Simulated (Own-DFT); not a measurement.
# How HSE06 shifts the pressure of monoclinic HfO2, 94 atoms (Hf32O62), with two O vacancies

All values are computed. Each geometry was run twice at fixed positions with Own-DFT, a retired in-house plane-wave program that no person has reviewed: with PBE, and with HSE06 (exact exchange share 0.25 at short range, screening 0.11 per bohr, Gygi-Baldereschi treatment of its divergence). Both used PseudoDojo norm-conserving files made for PBE, a cutoff of 48 hartree, the Gamma point alone, fixed occupations, a neutral cell and no spin. The unstrained cell is 10.1 Å across at its thinnest, so Gamma alone is coarse and defects feel their images. The hafnium file keeps the 4f electrons in the core, and its forces lie about 75 meV/Å off all-electron values. The oxygen file's force components were 24 meV/Å off all-electron values in a glass.

Unstrained cell vectors in Å: (10.234, 0.000, 0.000); (0.000, 10.350, 0.000); (-1.695, 0.000, 10.445), volume V0 = 1106.4 Å³, from measured lattice constants. Each geometry has its own random strain of a few per cent, its own defect sites and random moves of rms u per axis. HSE06 gave the energy alone. D is its energy less that of PBE, over the lowest D shown. The PBE stress wasn't checked against mesh or cutoff.

| run | V - V0 (Å³) | u (Å) | P with PBE (GPa) | D (eV) |
|---|---|---|---|---|
| 1 | -42.2 | 0.0513 | 15.70 | 0.615 |
| 2 | 31.4 | 0.0287 | -3.02 | 2.160 |
| 3 | 15.3 | 0.0309 | 1.70 | 1.749 |
| 4 | -11.6 | 0.0289 | 5.96 | 1.150 |
| 5 | -31.1 | 0.0290 | 10.80 | 0.736 |
| 6 | -19.8 | 0.0520 | 10.23 | 1.102 |
| 7 | -10.5 | 0.0291 | 6.37 | 1.144 |
| 8 | -55.8 | 0.0300 | 19.06 | 0.000 |
| 9 | 31.6 | 0.0283 | -2.73 | 2.201 |
| 10 | -7.1 | 0.0293 | 5.94 | 1.197 |
| 11 | -10.3 | 0.0286 | 6.04 | ? |

## Fit

D = 1.31 + 0.0243 (V - V0) + 110 u² eV, with an error of 0.0006 on the volume slope, 23 on the last term and a scatter of 0.05 eV. Pressure is -dE/dV, and 1 eV/Å³ is 160.2 GPa, so HSE06 changes the pressure by -3.9 ± 0.1 GPa. With the ions held to the strained lattice, the PBE pressure falls by 262 ± 12 GPa per unit of volume strain; the shape of the strain isn't fitted, so the true error is larger, and a relaxed crystal would be softer. On that slope HSE06's volume at a given pressure is about 1.5 % smaller, or 0.5 % in lengths. At u = 0 and V0 the PBE pressure is 3.8 GPa, which puts the zero-pressure volume, against the measured cell and with the defects in, at +1.4 % for PBE and -0.0 % for HSE06, each good to a few tenths of a per cent.

## Prediction

Asked: what D should run 11 give?

Estimate: 1.15 eV, with rows scattering by 0.05. Computed: 1.170 eV.
